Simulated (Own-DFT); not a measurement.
# Which defects push the lattice out? zincblende GaAs

No measurement is shown. These are fixed-geometry runs of a retired plane-wave code named Own-DFT, which no person has reviewed; spin and spin-orbit coupling are neglected.

Settings: PBE; PseudoDojo norm-conserving scalar-relativistic files; cutoff 42 hartree; 3 x 3 x 3 k mesh centred on Gamma; Fermi-Dirac smearing of 0.1 eV.

Keep in mind (not all hold for every row): not probed for a lower state with spin; forces not confirmed at this smearing and k mesh; stress not checked against mesh or cutoff.

All runs share one cell, with vectors in Å (11.737, 0.000, 0.000); (0.000, 11.737, 0.000); (0.000, 0.000, 10.833) and a volume of 1492.4 Å³, strained against the parent crystal. Atoms were moved at random from their sites; u is the rms move along one axis. The defect's site can differ from row to row.

| cell | formula | u (Å) | P (GPa) |
|---|---|---|---|
| no defect | As32Ga32 | 0.0287 | 1.23 |
| no defect | As32Ga32 | 0.0297 | 1.26 |
| no defect | As32Ga32 | 0.0518 | 1.59 |
| one As vacancy and one Ga vacancy | As31Ga31 | 0.0294 | 0.89 |
| one As vacancy and one Ga vacancy | As31Ga31 | 0.0315 | 0.92 |
| one As vacancy and one Ga vacancy | As31Ga31 | 0.0512 | 1.19 |
| one Al on a Ga site | AlAs32Ga31 | 0.0290 | ? |
| one Al on a Ga site | AlAs32Ga31 | 0.0308 | 1.27 |
| one Al on a Ga site | AlAs32Ga31 | 0.0457 | 1.48 |
| one Al on a Ga site | AlAs32Ga31 | 0.0503 | 1.51 |
| one P on an As site | As31Ga32P | 0.0292 | 1.04 |
| one P on an As site | As31Ga32P | 0.0300 | 1.01 |
| one P on an As site | As31Ga32P | 0.0314 | 1.01 |
| one In on a Ga site | As32Ga31In | 0.0493 | 2.21 |
| one In on a Ga site | As32Ga31In | 0.0522 | 2.27 |
| one In on a Ga site | As32Ga31In | 0.0538 | 2.27 |

## Analysis

P = P0 + c u² + a shift for each defect gives P0 = 1.11 GPa, c = 172 ± 9 GPa/Å² and a scatter of 0.02 GPa. The shifts, and each times the cell's volume:

- one In on a Ga site: 0.68 ± 0.02 GPa, 6.3 eV
- one Al on a Ga site: -0.01 ± 0.02 GPa, -0.1 eV (not resolved)
- one P on an As site: -0.24 ± 0.02 GPa, -2.3 eV
- one As vacancy and one Ga vacancy: -0.36 ± 0.02 GPa, -3.4 eV

A positive shift means that the defect pushes the cell outwards. Shift times volume (160.2 GPa Å³ is 1 eV) depends little on the cell's size, so, taken for each site, it can be compared between cells at like pressure. The atoms around the defects weren't relaxed, which would change these numbers.

## Withheld run

Asked: what pressure belongs in the blank (one Al on a Ga site, u = 0.0290 Å)?

From the fit: 1.24 ± 0.03 GPa. The run itself gave 1.22 GPa.
